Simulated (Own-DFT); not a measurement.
Simulation results for Si$_{3}$N$_{4}$ (beta silicon nitride, atoms displaced)

All values are calculated (Own-DFT development build). A calculation, not a measurement: plane-wave PBE density functional theory by an unreviewed code, no spin, of a simulated periodic cell, stress positive in tension, free energy of the whole cell less one offset for each atom, forces on such cells passed a denser k mesh, this cell's mesh not checked; offsets are fitted by least squares, one for each functional and potential file, so energies compare only between cells with the same atoms and settings and are not formation energies; the far tail of each file's local potential was reset to the Coulomb form; each entry is a single point on an unrelaxed cell, so the pressure reflects the starting lattice, mostly measured values (interpolated for alloys), from which strain is counted, and rises with the displacements; printed positions are rounded, which can move forces by about a meV/angstrom; the program, named Own-DFT, is a retired in-house code; no spin-orbit coupling; before rounding, a Quantum ESPRESSO 7.3.1 run of the same cell and cutoff gave forces within 1 meV/angstrom rms on each cell, which checks the program and not the settings.

Settings shared by all entries: functional PBE; potential files PseudoDojo norm-conserving, scalar-relativistic, standard set; wave cutoff 42 hartree; occupations Fermi-Dirac; smearing width 0.1 eV; k mesh 3 x 3 x 3 centred on Gamma.

(1) 
```cif
# cell vector a (Å): 7.6060 0.0000 0.0000
# cell vector b (Å): -3.8030 6.5870 0.0000
# cell vector c (Å): 0.0000 0.0000 8.7270
data_Si3N4
_symmetry_space_group_name_H-M 'P 1'
_symmetry_Int_Tables_number 1
_cell_length_a 7.6060
_cell_length_b 7.6060
_cell_length_c 8.7270
_cell_angle_alpha 90.000
_cell_angle_beta 90.000
_cell_angle_gamma 120.000
_cell_volume 437.23
loop_
_atom_site_label
_atom_site_type_symbol
_atom_site_fract_x
_atom_site_fract_y
_atom_site_fract_z
_atom_site_occupancy
Si1 Si 0.17276 0.76867 0.08693 1
Si2 Si 0.23365 0.41098 0.08005 1
Si3 Si 0.59681 0.83001 0.08075 1
Si4 Si 0.82557 0.23168 0.24522 1
Si5 Si 0.76179 0.59185 0.25064 1
Si6 Si 0.39828 0.17126 0.24892 1
N1 N 0.33780 0.03959 0.08434 1
N2 N 0.96780 0.29601 0.08304 1
N3 N 0.69736 0.66976 0.08689 1
N4 N 0.67177 0.97202 0.25403 1
N5 N 0.02770 0.69915 0.24726 1
N6 N 0.30144 0.33518 0.24408 1
N7 N 0.33621 0.67072 0.08515 1
N8 N 0.65953 0.32966 0.25337 1
Si7 Si 0.17559 0.77450 0.41384 1
Si8 Si 0.23094 0.40829 0.41945 1
Si9 Si 0.59852 0.82509 0.41431 1
Si10 Si 0.83080 0.23470 0.58400 1
Si11 Si 0.76925 0.59255 0.57909 1
Si12 Si 0.40492 0.17299 0.58161 1
N9 N 0.33198 0.02825 0.41752 1
N10 N 0.97193 0.30281 0.41776 1
N11 N 0.70398 0.66645 0.42016 1
N12 N 0.66658 0.97003 0.58115 1
N13 N 0.03600 0.69985 0.58129 1
N14 N 0.29954 0.33030 0.58290 1
N15 N 0.33194 0.66854 0.41612 1
N16 N 0.66822 0.33534 0.58458 1
Si13 Si 0.17083 0.76883 0.75073 1
Si14 Si 0.23040 0.40257 0.75245 1
Si15 Si 0.60001 0.83266 0.74669 1
Si16 Si 0.82810 0.23141 0.91155 1
Si17 Si 0.76242 0.58997 0.91532 1
Si18 Si 0.40658 0.17185 0.91375 1
N17 N 0.33797 0.03735 0.74698 1
N18 N 0.96862 0.30184 0.74850 1
N19 N 0.70511 0.66865 0.75171 1
N20 N 0.66340 0.96690 0.91767 1
N21 N 0.03147 0.69602 0.91593 1
N22 N 0.29988 0.33294 0.91965 1
N23 N 0.33084 0.66320 0.75198 1
N24 N 0.67206 0.34047 0.91794 1
_calc_free_energy_of_cell_above_offsets '-7.082'  # eV
_calc_pressure 5.63  # GPa
_calc_stress_xx -2.75  # GPa
_calc_stress_yy -5.65  # GPa
_calc_stress_zz -8.48  # GPa
_calc_stress_yz 1.36  # GPa
_calc_stress_xz -0.26  # GPa
_calc_stress_xy 0.31  # GPa
```

Force:
```csv
element,x (eV/Å),y (eV/Å),z (eV/Å)
Si,0.667,0.589,-1.503
Si,-0.484,0.075,1.022
Si,-0.285,-0.79,1.657
Si,-0.688,0.49,1.752
Si,0.947,-0.767,-0.219
Si,0.428,1.415,0.756
N,-0.361,-2.5,-0.996
N,0.426,0.359,-1.112
N,0.066,0.208,-1.136
N,0.243,-0.354,-1.421
N,-0.484,0.049,0.921
N,-0.108,-0.299,1.75
N,-0.489,0.142,-0.074
N,0.842,0.429,-0.224
Si,0.486,-1.57,0.279
Si,0.304,0.292,-1.354
Si,-1.02,-0.544,0.696
Si,-1.275,-0.306,-1.126
Si,1.132,-0.017,2.202
Si,0.528,1.17,-0.286
N,-0.484,1.004,-0.665
N,-0.417,-0.402,-0.688
N,-1.586,1.147,-1.265
N,0.561,0.625,-0.001
N,-1.245,-0.135,0.09
N,0.187,-0.319,0.346
N,0.913,0.26,-0.094
N,0.158,-0.792,-0.118
Si,1.399,0.034,-0.358
Si,0.124,1.019,-0.552
Si,-0.595,-2.341,0.568
Si,-1.043,0.163,1.552
Si,0.932,1.451,1.156
Si,0.13,1.597,0.858
N,-0.427,-1.772,0.616
N,0.887,-0.159,0.247
N,-1.287,1.113,-1.366
N,0.456,1.581,-1.178
N,-0.838,0.273,0.784
N,0.909,-0.918,-1.175
N,0.433,0.964,-0.165
N,-0.04,-2.465,-0.174
```

(2) 
```cif
# cell vector a (Å): 7.6060 0.0000 0.0000
# cell vector b (Å): -3.8030 6.5870 0.0000
# cell vector c (Å): 0.0000 0.0000 8.7270
data_Si3N4
_symmetry_space_group_name_H-M 'P 1'
_symmetry_Int_Tables_number 1
_cell_length_a 7.6060
_cell_length_b 7.6060
_cell_length_c 8.7270
_cell_angle_alpha 90.000
_cell_angle_beta 90.000
_cell_angle_gamma 120.000
_cell_volume 437.23
loop_
_atom_site_label
_atom_site_type_symbol
_atom_site_fract_x
_atom_site_fract_y
_atom_site_fract_z
_atom_site_occupancy
Si1 Si 0.17769 0.77141 0.08575 1
Si2 Si 0.23247 0.40165 0.07995 1
Si3 Si 0.59550 0.82827 0.08300 1
Si4 Si 0.83149 0.23724 0.25506 1
Si5 Si 0.77082 0.59954 0.24960 1
Si6 Si 0.40312 0.17059 0.25225 1
N1 N 0.33691 0.03595 0.08012 1
N2 N 0.96431 0.30436 0.08779 1
N3 N 0.69805 0.66791 0.08132 1
N4 N 0.66520 0.96572 0.24581 1
N5 N 0.03515 0.70530 0.25061 1
N6 N 0.29900 0.33074 0.25048 1
N7 N 0.33073 0.66420 0.08128 1
N8 N 0.67057 0.33968 0.24775 1
Si7 Si 0.17155 0.76621 0.41657 1
Si8 Si 0.23414 0.40244 0.41423 1
Si9 Si 0.59350 0.82265 0.41943 1
Si10 Si 0.82424 0.23382 0.58497 1
Si11 Si 0.76853 0.59297 0.58216 1
Si12 Si 0.40366 0.17456 0.57941 1
N9 N 0.32777 0.03108 0.41433 1
N10 N 0.96980 0.29863 0.41932 1
N11 N 0.69828 0.66426 0.41524 1
N12 N 0.66667 0.96901 0.58206 1
N13 N 0.03488 0.69865 0.57987 1
N14 N 0.29646 0.32473 0.58675 1
N15 N 0.33397 0.66728 0.41914 1
N16 N 0.66775 0.33997 0.58382 1
Si13 Si 0.17839 0.77342 0.75051 1
Si14 Si 0.23438 0.40673 0.74849 1
Si15 Si 0.59433 0.82056 0.74848 1
Si16 Si 0.82376 0.23135 0.91573 1
Si17 Si 0.77020 0.60005 0.91789 1
Si18 Si 0.40317 0.17507 0.91403 1
N17 N 0.33223 0.03372 0.75282 1
N18 N 0.96796 0.30132 0.75384 1
N19 N 0.69794 0.66713 0.74943 1
N20 N 0.67323 0.97170 0.91558 1
N21 N 0.03521 0.70141 0.91555 1
N22 N 0.30417 0.34161 0.91478 1
N23 N 0.33223 0.66627 0.74919 1
N24 N 0.66593 0.33457 0.91733 1
_calc_free_energy_of_cell_above_offsets '-7.278'  # eV
_calc_pressure 5.58  # GPa
_calc_stress_xx -4.16  # GPa
_calc_stress_yy -4.41  # GPa
_calc_stress_zz -8.18  # GPa
_calc_stress_yz -0.36  # GPa
_calc_stress_xz 1.34  # GPa
_calc_stress_xy 1.47  # GPa
```

Force:
```csv
element,x (eV/Å),y (eV/Å),z (eV/Å)
Si,0.335,-0.122,-1.056
Si,-1.951,1.085,1.107
Si,-0.59,-0.779,-0.764
Si,-1.515,-1.201,-1.054
Si,0.503,-0.791,-0.67
Si,1.014,1.676,-1.539
N,-0.57,-0.847,0.835
N,1.767,0.165,-1.12
N,-0.246,0.65,0.699
N,0.342,1.306,2.055
N,-0.934,-0.229,-0.22
N,0.699,-0.716,-0.733
N,0.652,0.334,0.212
N,-0.326,-0.974,0.589
Si,1.214,0.332,-0.227
Si,-1.08,0.999,1.219
Si,-0.194,0.352,-1.463
Si,0.131,-0.118,0.411
Si,0.457,0.949,0.234
Si,0.973,-0.011,1.193
N,0.063,-0.648,0.838
N,0.579,0.201,0.391
N,-0.673,0.848,0.627
N,0.232,0.424,0.459
N,-1.266,-0.102,1.332
N,-0.295,0.309,-1.31
N,0.031,-0.765,-0.156
N,0.157,-1.951,-0.176
Si,0.067,-0.704,-0.286
Si,-1.586,0.419,0.273
Si,-0.93,1.054,0.495
Si,-0.467,0.49,1.243
Si,1.162,-1.312,-0.496
Si,0.702,1.453,0.759
N,-0.173,-0.327,-1.703
N,0.767,0.169,-1.205
N,0.478,0.098,-0.365
N,0.017,-0.882,-0.35
N,-0.975,0.062,0.475
N,1.303,-1.558,-0.113
N,0.456,0.258,-0.159
N,-0.328,0.404,-0.281
```

(3) 
```cif
# cell vector a (Å): 7.6060 0.0000 0.0000
# cell vector b (Å): -3.8030 6.5870 0.0000
# cell vector c (Å): 0.0000 0.0000 8.7270
data_Si3N4
_symmetry_space_group_name_H-M 'P 1'
_symmetry_Int_Tables_number 1
_cell_length_a 7.6060
_cell_length_b 7.6060
_cell_length_c 8.7270
_cell_angle_alpha 90.000
_cell_angle_beta 90.000
_cell_angle_gamma 120.000
_cell_volume 437.23
loop_
_atom_site_label
_atom_site_type_symbol
_atom_site_fract_x
_atom_site_fract_y
_atom_site_fract_z
_atom_site_occupancy
Si1 Si 0.17341 0.76874 0.08358 1
Si2 Si 0.23025 0.40597 0.08901 1
Si3 Si 0.59186 0.82695 0.08355 1
Si4 Si 0.82502 0.23416 0.24839 1
Si5 Si 0.77043 0.59494 0.24820 1
Si6 Si 0.40860 0.17446 0.24532 1
N1 N 0.33005 0.02513 0.08443 1
N2 N 0.97113 0.30598 0.08348 1
N3 N 0.70032 0.66985 0.08499 1
N4 N 0.66999 0.96835 0.24723 1
N5 N 0.03855 0.70694 0.24941 1
N6 N 0.30473 0.33381 0.25001 1
N7 N 0.33410 0.66692 0.08049 1
N8 N 0.66823 0.33010 0.24732 1
Si7 Si 0.17215 0.76507 0.41533 1
Si8 Si 0.23093 0.40269 0.41813 1
Si9 Si 0.60098 0.82921 0.41482 1
Si10 Si 0.82673 0.22995 0.58972 1
Si11 Si 0.76746 0.59453 0.58435 1
Si12 Si 0.40904 0.17427 0.58457 1
N9 N 0.33367 0.03549 0.41648 1
N10 N 0.97186 0.30249 0.41219 1
N11 N 0.69572 0.66305 0.41663 1
N12 N 0.66761 0.97355 0.58325 1
N13 N 0.03054 0.69745 0.58434 1
N14 N 0.30297 0.33773 0.58228 1
N15 N 0.32839 0.66291 0.41962 1
N16 N 0.66452 0.33627 0.58886 1
Si13 Si 0.17195 0.76833 0.75231 1
Si14 Si 0.23312 0.40920 0.75097 1
Si15 Si 0.59625 0.82361 0.75004 1
Si16 Si 0.82611 0.23150 0.91483 1
Si17 Si 0.77235 0.59760 0.91523 1
Si18 Si 0.40190 0.17304 0.91947 1
N17 N 0.32931 0.02620 0.74818 1
N18 N 0.96904 0.29382 0.75005 1
N19 N 0.70250 0.67267 0.74831 1
N20 N 0.66639 0.96690 0.91580 1
N21 N 0.02638 0.69866 0.92065 1
N22 N 0.30075 0.33253 0.91227 1
N23 N 0.32951 0.66230 0.75091 1
N24 N 0.66936 0.33472 0.91388 1
_calc_free_energy_of_cell_above_offsets '-7.342'  # eV
_calc_pressure 5.52  # GPa
_calc_stress_xx -5.21  # GPa
_calc_stress_yy -5.36  # GPa
_calc_stress_zz -6  # GPa
_calc_stress_yz -0.1  # GPa
_calc_stress_xz -1.31  # GPa
_calc_stress_xy -0.01  # GPa
```

Force:
```csv
element,x (eV/Å),y (eV/Å),z (eV/Å)
Si,0.883,-0.723,-0.125
Si,0.377,0.421,-1.704
Si,0.492,-0.673,-0.439
Si,0.957,-0.673,0.245
Si,0.375,-0.289,0.387
Si,-0.299,0.01,1.571
N,-0.146,1.122,-0.679
N,-0.077,-0.49,-0.368
N,-0.141,0.198,-0.725
N,0.115,0.784,0.499
N,-1.886,-1.005,0
N,0.317,-0.51,0.015
N,-0.518,-0.107,0.245
N,-0.91,1.158,-0.017
Si,0.822,1.175,1.058
Si,-0.193,0.813,-0.45
Si,-1.525,-1.035,0.419
Si,-0.828,1.045,-2.32
Si,0.543,-0.185,-0.413
Si,-1.061,0.295,-0.387
N,-0.121,-1,-0.348
N,-0.789,-0.705,1.317
N,0.155,0.613,-0.252
N,0.387,-1.096,0
N,-0.616,-0.023,-0.121
N,0.997,-1.152,0.89
N,1.389,0.983,-0.361
N,1.458,-0.404,-0.204
Si,0.589,-0.494,-0.395
Si,0.031,-0.689,-0.854
Si,-1.468,0.109,-0.294
Si,-0.166,-0.232,0.669
Si,-1.249,-0.926,0.578
Si,0.821,0.339,-1.271
N,-0.216,0.723,0.997
N,0.507,0.437,0.584
N,0.266,0.016,0.525
N,0.262,0.692,0.159
N,1.016,0.686,-0.791
N,0.165,-0.458,1.962
N,0.087,1.554,0.137
N,-0.802,-0.304,0.26
```

(4) 
```cif
# cell vector a (Å): 7.6060 0.0000 0.0000
# cell vector b (Å): -3.8030 6.5870 0.0000
# cell vector c (Å): 0.0000 0.0000 8.7270
data_Si3N4
_symmetry_space_group_name_H-M 'P 1'
_symmetry_Int_Tables_number 1
_cell_length_a 7.6060
_cell_length_b 7.6060
_cell_length_c 8.7270
_cell_angle_alpha 90.000
_cell_angle_beta 90.000
_cell_angle_gamma 120.000
_cell_volume 437.23
loop_
_atom_site_label
_atom_site_type_symbol
_atom_site_fract_x
_atom_site_fract_y
_atom_site_fract_z
_atom_site_occupancy
Si1 Si 0.17481 0.77389 0.08393 1
Si2 Si 0.22898 0.40363 0.07834 1
Si3 Si 0.59915 0.82728 0.08422 1
Si4 Si 0.83494 0.23413 0.24956 1
Si5 Si 0.76360 0.59065 0.25100 1
Si6 Si 0.39956 0.16999 0.24813 1
N1 N 0.33519 0.03156 0.08618 1
N2 N 0.96285 0.29502 0.08273 1
N3 N 0.70121 0.67044 0.08237 1
N4 N 0.66071 0.97031 0.24672 1
N5 N 0.03144 0.70033 0.24824 1
N6 N 0.30232 0.33141 0.24931 1
N7 N 0.33254 0.66792 0.08250 1
N8 N 0.66422 0.33247 0.25034 1
Si7 Si 0.17144 0.76035 0.41714 1
Si8 Si 0.23166 0.40686 0.41792 1
Si9 Si 0.60434 0.82904 0.41993 1
Si10 Si 0.82830 0.23187 0.58243 1
Si11 Si 0.77402 0.59848 0.57947 1
Si12 Si 0.40042 0.16505 0.58660 1
N9 N 0.33335 0.02960 0.41547 1
N10 N 0.96972 0.29831 0.41249 1
N11 N 0.70149 0.66938 0.41932 1
N12 N 0.66944 0.96936 0.58063 1
N13 N 0.03456 0.69882 0.58497 1
N14 N 0.30363 0.33452 0.57986 1
N15 N 0.33316 0.66832 0.41683 1
N16 N 0.66894 0.33727 0.58783 1
Si13 Si 0.17257 0.77041 0.75167 1
Si14 Si 0.23363 0.41041 0.74983 1
Si15 Si 0.59252 0.82587 0.74871 1
Si16 Si 0.82876 0.23470 0.91453 1
Si17 Si 0.77056 0.59795 0.91605 1
Si18 Si 0.39976 0.17031 0.91753 1
N17 N 0.33791 0.03838 0.74730 1
N18 N 0.96665 0.30169 0.74978 1
N19 N 0.69426 0.66648 0.74622 1
N20 N 0.66880 0.96794 0.91758 1
N21 N 0.03508 0.70206 0.91884 1
N22 N 0.30593 0.33527 0.91994 1
N23 N 0.33292 0.66941 0.75035 1
N24 N 0.66639 0.33542 0.91867 1
_calc_free_energy_of_cell_above_offsets '-6.948'  # eV
_calc_pressure 5.57  # GPa
_calc_stress_xx -3.74  # GPa
_calc_stress_yy -4.04  # GPa
_calc_stress_zz -8.93  # GPa
_calc_stress_yz -0.4  # GPa
_calc_stress_xz 0.13  # GPa
_calc_stress_xy 0.95  # GPa
```

Force:
```csv
element,x (eV/Å),y (eV/Å),z (eV/Å)
Si,1.329,-0.879,0.51
Si,-0.465,1.164,2.085
Si,-1.325,-0.64,-0.337
Si,-3.192,-0.936,-0.42
Si,0.733,-0.242,-0.596
Si,1.219,1.356,1.441
N,-0.643,-0.478,-1.492
N,1.907,0.834,-0.741
N,0.167,0.203,0.397
N,1.117,0.309,1.463
N,-0.975,-0.36,0.659
N,-0.902,0.154,-0.31
N,0.183,-0.289,-0.092
N,0.687,-0.27,0.113
Si,0.323,1.628,-0.681
Si,0.522,0.459,-1.09
Si,-2.143,-0.589,-2.011
Si,-1.386,0.336,-0.34
Si,-0.165,-1.354,1.653
Si,0.648,3.204,-3.028
N,-0.561,-0.968,0.601
N,0.6,0.232,1.494
N,-0.028,0.48,-1.078
N,0.275,0.81,1.167
N,-0.774,0.007,-0.091
N,0.012,-0.675,1.424
N,1.435,-0.38,0.167
N,0.207,-0.868,-0.441
Si,1.004,0.27,-0.109
Si,0.296,-0.373,-0.319
Si,0.231,0.101,0.481
Si,-1.787,-0.911,0.596
Si,-0.19,-0.851,-0.361
Si,1.588,1.553,0.35
N,-0.651,-2.842,2.258
N,1.647,0.42,-0.299
N,0.636,0.413,0.415
N,0.206,0.739,-0.836
N,-1.141,0.017,-0.687
N,-0.415,-0.537,-1.72
N,-0.241,0.037,-0.041
N,0.013,-0.285,-0.156
```

(5) 
```cif
# cell vector a (Å): 7.6060 0.0000 0.0000
# cell vector b (Å): -3.8030 6.5870 0.0000
# cell vector c (Å): 0.0000 0.0000 8.7270
data_Si3N4
_symmetry_space_group_name_H-M 'P 1'
_symmetry_Int_Tables_number 1
_cell_length_a 7.6060
_cell_length_b 7.6060
_cell_length_c 8.7270
_cell_angle_alpha 90.000
_cell_angle_beta 90.000
_cell_angle_gamma 120.000
_cell_volume 437.23
loop_
_atom_site_label
_atom_site_type_symbol
_atom_site_fract_x
_atom_site_fract_y
_atom_site_fract_z
_atom_site_occupancy
Si1 Si 0.17980 0.77484 0.08358 1
Si2 Si 0.23525 0.40559 0.08365 1
Si3 Si 0.59388 0.82352 0.08646 1
Si4 Si 0.82819 0.23521 0.25156 1
Si5 Si 0.76800 0.59497 0.24613 1
Si6 Si 0.39826 0.16901 0.25133 1
N1 N 0.33269 0.03252 0.08658 1
N2 N 0.97226 0.29862 0.08438 1
N3 N 0.69964 0.66962 0.08089 1
N4 N 0.67124 0.96643 0.25444 1
N5 N 0.03508 0.70325 0.25082 1
N6 N 0.30555 0.33293 0.25233 1
N7 N 0.32994 0.66625 0.07712 1
N8 N 0.66780 0.33331 0.25065 1
Si7 Si 0.16869 0.76722 0.41369 1
Si8 Si 0.23039 0.40375 0.41649 1
Si9 Si 0.59477 0.82172 0.41751 1
Si10 Si 0.82592 0.22912 0.58420 1
Si11 Si 0.76467 0.59705 0.58740 1
Si12 Si 0.40474 0.17630 0.58053 1
N9 N 0.33109 0.03779 0.41980 1
N10 N 0.96704 0.29596 0.41469 1
N11 N 0.69837 0.66895 0.41603 1
N12 N 0.67073 0.96847 0.58453 1
N13 N 0.02961 0.70020 0.58347 1
N14 N 0.30364 0.32819 0.58399 1
N15 N 0.32936 0.66689 0.41460 1
N16 N 0.66331 0.33433 0.58191 1
Si13 Si 0.17265 0.76803 0.75413 1
Si14 Si 0.23511 0.40486 0.75276 1
Si15 Si 0.59256 0.82787 0.74841 1
Si16 Si 0.82183 0.23478 0.91755 1
Si17 Si 0.76850 0.59312 0.91262 1
Si18 Si 0.40477 0.17615 0.91908 1
N17 N 0.32924 0.03053 0.75312 1
N18 N 0.96573 0.29572 0.75383 1
N19 N 0.70521 0.67021 0.74781 1
N20 N 0.66650 0.96936 0.91928 1
N21 N 0.03165 0.70038 0.92144 1
N22 N 0.30122 0.33536 0.91951 1
N23 N 0.33330 0.66451 0.74975 1
N24 N 0.66548 0.33191 0.92030 1
_calc_free_energy_of_cell_above_offsets '-7.322'  # eV
_calc_pressure 5.61  # GPa
_calc_stress_xx -5.04  # GPa
_calc_stress_yy -4.57  # GPa
_calc_stress_zz -7.23  # GPa
_calc_stress_yz -0.49  # GPa
_calc_stress_xz 0.21  # GPa
_calc_stress_xy 1.46  # GPa
```

Force:
```csv
element,x (eV/Å),y (eV/Å),z (eV/Å)
Si,-0.122,-1.073,0.352
Si,-1.274,0.642,0.866
Si,-0.639,0.484,-0.451
Si,-0.437,-1.03,-0.905
Si,0.463,-0.458,0.875
Si,1.589,1.581,0.522
N,-0.29,-0.002,-0.736
N,-0.289,-0.128,-0.089
N,0.23,-0.158,-0.193
N,-0.106,0.7,-0.787
N,-1.429,-0.386,-1.2
N,-0.63,0.151,-0.614
N,0.988,0.109,0.585
N,-0.658,-0.115,-0.181
Si,1.063,0.873,1.819
Si,-0.22,0.639,0.436
Si,-1.119,0.256,0.093
Si,-0.891,0.727,-0.04
Si,1.761,-1.082,-2.427
Si,1.154,-0.45,1.744
N,-0.188,-2.4,-1.056
N,0.852,0.356,1.244
N,0.626,-0.306,0.062
N,-0.016,-0.016,-0.478
N,-0.266,0.013,0.35
N,-1.935,1.095,0.218
N,0.654,-0.224,0.152
N,1.131,-0.063,0.318
Si,0.404,-0.027,-0.986
Si,-1.215,0.016,-0.823
Si,0.317,-0.306,1.253
Si,1.344,-1.039,0.781
Si,0.217,0.071,1.159
Si,0.238,-0.198,-0.353
N,-0.11,0.221,-0.344
N,0.969,0.565,-0.804
N,-1.879,1.064,1.449
N,0.135,0.058,-0.368
N,-0.592,-0.135,-0.649
N,1.288,-0.914,-0.423
N,-0.239,0.117,-0.101
N,-0.878,0.77,-0.269
```

(6) 
```cif
# cell vector a (Å): 7.6060 0.0000 0.0000
# cell vector b (Å): -3.8030 6.5870 0.0000
# cell vector c (Å): 0.0000 0.0000 8.7270
data_Si3N4
_symmetry_space_group_name_H-M 'P 1'
_symmetry_Int_Tables_number 1
_cell_length_a 7.6060
_cell_length_b 7.6060
_cell_length_c 8.7270
_cell_angle_alpha 90.000
_cell_angle_beta 90.000
_cell_angle_gamma 120.000
_cell_volume 437.23
loop_
_atom_site_label
_atom_site_type_symbol
_atom_site_fract_x
_atom_site_fract_y
_atom_site_fract_z
_atom_site_occupancy
Si1 Si 0.17542 0.76777 0.08326 1
Si2 Si 0.23011 0.40285 0.07924 1
Si3 Si 0.59684 0.82889 0.08067 1
Si4 Si 0.82523 0.22742 0.24542 1
Si5 Si 0.76910 0.59894 0.24995 1
Si6 Si 0.40780 0.17559 0.25106 1
N1 N 0.33325 0.02802 0.08214 1
N2 N 0.96947 0.30208 0.08314 1
N3 N 0.69645 0.66545 0.08502 1
N4 N 0.67221 0.97383 0.25130 1
N5 N 0.03663 0.70147 0.25431 1
N6 N 0.29662 0.33478 0.25162 1
N7 N 0.33721 0.67387 0.08605 1
N8 N 0.66447 0.33522 0.25007 1
Si7 Si 0.17549 0.77068 0.41662 1
Si8 Si 0.23240 0.40521 0.41562 1
Si9 Si 0.59605 0.82707 0.41781 1
Si10 Si 0.82542 0.22752 0.58118 1
Si11 Si 0.77092 0.59646 0.58398 1
Si12 Si 0.40539 0.17530 0.58272 1
N9 N 0.33319 0.03534 0.41931 1
N10 N 0.96983 0.30343 0.41894 1
N11 N 0.69761 0.66719 0.41835 1
N12 N 0.66542 0.96624 0.58471 1
N13 N 0.03296 0.70132 0.58444 1
N14 N 0.30427 0.33408 0.58334 1
N15 N 0.33540 0.67346 0.41739 1
N16 N 0.66739 0.33554 0.58248 1
Si13 Si 0.17173 0.77272 0.75046 1
Si14 Si 0.23082 0.40424 0.75492 1
Si15 Si 0.59647 0.83006 0.74996 1
Si16 Si 0.82691 0.23103 0.91409 1
Si17 Si 0.77213 0.60011 0.91592 1
Si18 Si 0.40487 0.17117 0.91530 1
N17 N 0.33547 0.03387 0.75029 1
N18 N 0.96588 0.29871 0.75056 1
N19 N 0.69524 0.66624 0.74719 1
N20 N 0.67048 0.96344 0.92005 1
N21 N 0.03112 0.69924 0.92030 1
N22 N 0.30370 0.33446 0.91297 1
N23 N 0.33481 0.66967 0.74922 1
N24 N 0.67139 0.33584 0.91770 1
_calc_free_energy_of_cell_above_offsets '-7.282'  # eV
_calc_pressure 5.56  # GPa
_calc_stress_xx -4.36  # GPa
_calc_stress_yy -4.19  # GPa
_calc_stress_zz -8.13  # GPa
_calc_stress_yz 0.39  # GPa
_calc_stress_xz -0.08  # GPa
_calc_stress_xy -0.6  # GPa
```

Force:
```csv
element,x (eV/Å),y (eV/Å),z (eV/Å)
Si,0.189,0.07,0.905
Si,-0.099,1.626,1.169
Si,-0.232,-1.157,2.033
Si,-0.849,1.783,1.667
Si,1,-0.885,0.606
Si,-0.587,0.294,-0.263
N,-0.482,0.804,0.347
N,0.515,-0.104,-0.903
N,-0.262,0.794,-0.638
N,0.23,-1.266,-0.454
N,-1.654,-0.389,-1.357
N,1.395,-1.195,-1.403
N,0.424,-1.732,-0.401
N,1.099,0.16,-0.163
Si,0.655,0.404,0.824
Si,-0.891,1.346,1.126
Si,-0.483,-0.511,-0.324
Si,-1.05,0.756,0.378
Si,0.099,-0.799,-0.297
Si,0.545,1.038,0.346
N,-0.244,-0.901,-0.774
N,0.254,-0.343,-1.097
N,-0.056,0.619,-0.367
N,0.411,1.15,-0.302
N,-0.663,0.132,-0.119
N,-0.66,-0.114,0.463
N,0.6,-1.058,-0.053
N,0.519,-0.496,0.109
Si,1.513,-0.529,0.205
Si,-0.686,1.329,-2.563
Si,-0.423,-1.548,0.252
Si,-0.815,-0.206,0.844
Si,-0.33,-1.265,0.071
Si,0.892,1.293,0.632
N,-0.419,-0.683,-0.266
N,1.111,0.091,-0.45
N,0.255,0.621,0.922
N,0.241,2.16,-1.556
N,-0.289,0.352,-0.883
N,0.672,-0.952,1.513
N,-0.594,-0.358,0.346
N,-0.851,-0.328,-0.124
```
